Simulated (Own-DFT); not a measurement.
Simulation results for SiC (4H silicon carbide, atoms displaced)

Computed with Own-DFT development build. A calculation, not a measurement: plane-wave PBE density functional theory by an unreviewed code, no spin, of a simulated periodic cell, stress positive in tension, free energy of the whole cell less one offset for each atom, forces on such cells passed a denser k mesh, this cell's mesh not checked; offsets are fitted by least squares, one for each functional and potential file, so energies compare only between cells with the same atoms and settings and are not formation energies; the far tail of each file's local potential was reset to the Coulomb form; each entry is a single point on an unrelaxed cell, so the pressure reflects the starting lattice, mostly measured values (interpolated for alloys), from which strain is counted, and rises with the displacements; printed positions are rounded, which can move forces by about a meV/angstrom; the program, named Own-DFT, is a retired in-house code; no spin-orbit coupling.

SiC (4H silicon carbide, atoms displaced)

```xyz
32
Lattice="6.1654 0.0000 0.0000 -3.0827 5.3394 0.0000 0.0000 0.0000 10.0681" Properties=species:S:1:pos:R:3 SiC
Si     3.0782     5.2689     4.1524
Si     0.0635     1.8196     1.6786
C      2.8696     5.1745     1.0519
C      0.0327     1.8622     3.5013
Si     4.5677     2.5857     4.3384
Si    -1.4398     4.4333     1.6167
C      4.6734     2.4753     0.8433
C     -1.5507     4.3979     3.4310
Si     2.8996     0.1615     4.0254
Si     3.1553     1.8192     1.6847
C     -0.0663     5.3044     1.0350
C      2.9506     1.7513     3.6390
Si     1.5261     2.7369     4.0819
Si     1.5218     4.5033     1.5310
C      1.4142     2.8038     1.0587
C      1.5071     4.5323     3.3276
Si     0.0181     0.0196     9.0941
Si     3.1048     3.6921     6.6763
C      3.0090     5.2848     6.0986
C      3.0005     3.7807     8.3469
Si     4.5595     2.7696     9.0944
Si     4.5748     0.8844     6.5390
C     -1.5059     2.6324     5.9670
C      4.6254     0.9132     8.6001
Si     3.1059     0.0063     9.1873
Si    -0.1012     3.5334     6.5511
C      3.0894     0.0850     5.8532
C     -0.1076     3.4868     8.3925
Si     1.6925     2.6296     9.0388
Si     1.5073     0.9772     6.4509
C      1.5028     2.5661     5.8684
C      1.5640     0.9238     8.5095
```

```
functional                        : PBE
potential files                   : PseudoDojo norm-conserving, scalar-relativistic, standard set
wave cutoff                       : 42 hartree
occupations                       : Fermi-Dirac
smearing width                    : 0.1 eV
hardware                          : one NVIDIA H100
k mesh                            : 5 x 5 x 3 centred on Gamma
free energy of cell above offsets : 4.573 eV
pressure                          : 11.21 GPa
stress xx                         : -7.45 GPa
stress yy                         : -12.39 GPa
stress zz                         : -13.78 GPa
stress yz                         : 2.26 GPa
stress xz                         : 1.67 GPa
stress xy                         : -4.73 GPa
wall time                         : 118.3 s
```

Force:
```
element  x (eV/Å)  y (eV/Å)  z (eV/Å)
     Si    -0.895     1.136    -2.125
     Si    -2.174    -2.375    -1.611
      C     10.99       5.5    -4.468
      C    -1.852    -1.789     1.503
     Si     0.676     0.954    -8.931
     Si    -4.804    -2.413     -0.62
      C    -0.557     3.216     2.235
      C    -0.878    -0.379     2.596
     Si     2.644    -7.455     0.993
     Si    -2.012    -0.054    -0.852
      C      1.34     2.599    -1.815
      C     2.914     5.553     -3.67
     Si    -1.341     1.922    -1.078
     Si    -5.729    -2.625     2.997
      C     3.461    -3.157    -2.917
      C    -0.348    -0.015     4.116
     Si    -0.729     2.873     2.883
     Si    -0.784    -5.063    -3.987
      C     1.238     3.388    -3.558
      C     1.013    -4.248     4.706
     Si     0.348    -1.963    -0.038
     Si    -0.211    -0.375     2.945
      C    -2.152     0.828     5.246
      C    -1.017     0.528    -2.434
     Si    -0.654    -0.806    -1.012
     Si     3.129     1.606     0.155
      C     -1.67    -1.918      1.44
      C     2.408     1.837      1.38
     Si    -3.735     1.977     1.907
     Si     0.728    -3.776     3.352
      C    -0.045     5.572     1.733
      C     0.698    -1.079    -1.068
```
